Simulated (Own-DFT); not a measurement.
# PBE against PBEsol on the same cells

All numbers below are calculated, not measured. They come from Own-DFT, an in-house plane-wave density functional program, since retired, whose code no person has reviewed. Each row is one single-point run on a periodic cell that was not relaxed, without spin or spin-orbit coupling.

Known limits, some of them of some rows only: a neutral cation vacancy leaves holes that likely carry spin, which these runs leave out; not probed for a lower state with spin; hafnium file: forces about 75 meV/angstrom off all-electron values; oxygen file: force components 24 meV/angstrom off all-electron in a glass; forces on such cells moved up to 12 meV/angstrom on a denser k mesh; forces on such cells passed a denser k mesh, each cell not checked; stress not checked against mesh or cutoff.

Each cell was run twice at the same cutoff, k mesh and smearing, with PBE and with PBEsol, on PseudoDojo norm-conserving files made for PBE. Atoms were moved at random from their sites; u is the rms move along one axis. Files made for PBEsol would give a somewhat different change.

```
                                                             cell  atoms  volume (Å³/atom)  u (Å)  cutoff (hartree)  P with PBE (GPa)  P with PBEsol (GPa)  change (GPa)
                                             C49 TiSi2 (Si40Ti20)     60             13.84  0.052                42              7.48                 4.07         -3.42
                                             C49 TiSi2 (Si40Ti20)     60             14.01  0.051                42              5.37                 1.99         -3.37
                                             C49 TiSi2 (Si40Ti20)     60             13.98  0.048                42              5.26                 1.87         -3.39
      diamond-structure SiGe with randomly placed atoms (Ge8Si56)     64             20.34  0.034                42              2.28                 0.78         -1.51
      diamond-structure SiGe with randomly placed atoms (Ge8Si56)     64             20.34  0.029                42              2.24                 0.74         -1.50
      diamond-structure SiGe with randomly placed atoms (Ge8Si56)     64             20.34  0.030                42              2.21                 0.71         -1.50
diamond-structure SiGeSn with randomly placed atoms (Ge44Si16Sn4)     64             22.58  0.083                49              5.58                 2.89         -2.69
diamond-structure SiGeSn with randomly placed atoms (Ge44Si16Sn4)     64             21.69  0.052                49              7.85                 4.97         -2.89
diamond-structure SiGeSn with randomly placed atoms (Ge44Si16Sn4)     64             23.27  0.052                49              2.14                    ?             ?
                    monoclinic HfO2 with one Hf vacancy (Hf31O64)     95             11.65  0.076                72              9.41                 3.06         -6.35
                    monoclinic HfO2 with one Hf vacancy (Hf31O64)     95             11.65  0.081                72              9.36                 3.01         -6.35
                    monoclinic HfO2 with one Hf vacancy (Hf31O64)     95             11.65  0.051                72              5.71                -0.62         -6.33
```

## Worked reading

Mean change of pressure by composition, in GPa: Hf31O64, -6.35; Si2Ti, -3.39; Ge11Si4Sn, -2.79; GeSi7, -1.50. At a fixed cell PBEsol gives the lower pressure, because it favours a smaller volume than PBE. Here the change varies more between materials than between cells of one material.

## Withheld value

Question: what PBEsol pressure should the Ge44Si16Sn4 cell with the blank give?

Adding the mean change of the cells with its composition, -2.79 GPa, to 2.14 gives -0.7 GPa. The calculation gave -0.39 GPa.
